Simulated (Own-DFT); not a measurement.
# Strain and stress in diamond-structure SiGeSn with randomly placed atoms, 64 atoms (Ge40Si16Sn8)

These are calculations, not measurements. They come from Own-DFT, an in-house plane-wave density functional program, since retired, whose code no person has reviewed. Each row is one single-point run on a periodic cell that was not relaxed, without spin or spin-orbit coupling.

Settings of every run: PBE; PseudoDojo norm-conserving scalar-relativistic files; cutoff 49 hartree; 3 x 3 x 3 k mesh centred on Gamma; Fermi-Dirac smearing of 0.1 eV.

Known limits: forces on such cells moved up to 12 meV/angstrom on a denser k mesh; stress not checked against mesh or cutoff.

Unstrained cell vectors in Å: (11.410, 0.000, 0.000); (0.000, 11.410, 0.000); (0.000, 0.000, 11.410). The unstrained cell has measured lattice constants (interpolated for alloys), not those of this functional. That, the random moves and any unrelaxed bonds set the pressure at no strain. Each run strains this cell uniformly, with the atoms carried along. Every atom was also moved at random, by a Gaussian of width 0.05 Å on each axis. The random placing of the alloy's atoms differs from row to row. Strain is the symmetric tensor, in per cent. Stress is positive in tension, and the pressure is minus a third of its trace.

```
run,e_xx (%),e_yy (%),e_zz (%),s_xx (GPa),s_yy (GPa),s_zz (GPa),P (GPa),E (meV/atom)
1,-0.50,-0.50,0.00,-5.40,-5.34,-4.98,5.24,11.7
2,-1.00,-1.00,0.00,-7.01,-7.08,-6.31,6.80,70.7
3,-0.75,-0.75,0.00,-6.44,-6.30,-5.93,6.22,56.4
4,2.50,2.50,0.00,-0.61,-0.59,-2.00,1.07,0.0
5,-2.25,-2.25,0.00,-9.17,-9.19,-7.69,8.69,68.3
6,-2.75,-2.75,0.00,-10.88,-10.48,-8.77,10.04,101.1
7,-2.00,-2.00,0.00,-8.72,-8.65,-7.37,8.25,62.6
8,2.25,2.25,0.00,-1.13,-1.23,-2.46,1.60,13.7
9,2.00,2.00,0.00,?,?,?,?,?
```

E is the free energy for each atom above the lowest run shown.

## Worked fit

The change of volume is close to e_xx + e_yy + e_zz. A straight line through the runs shown gives P = 5.10 - 82 x (fractional change of volume) GPa, with an error of 3 on the slope and a scatter of 0.37 GPa. The strain isn't the same on all axes, but the crystal is cubic, so the slope still estimates the bulk modulus, averaged over pressures from 1.1 to 10.0 GPa.

## Withheld run

Question: what pressure should run 9 give? Its volume changes by 4.04 %.

The line gives 1.8 GPa. The calculation gave 1.80 GPa.
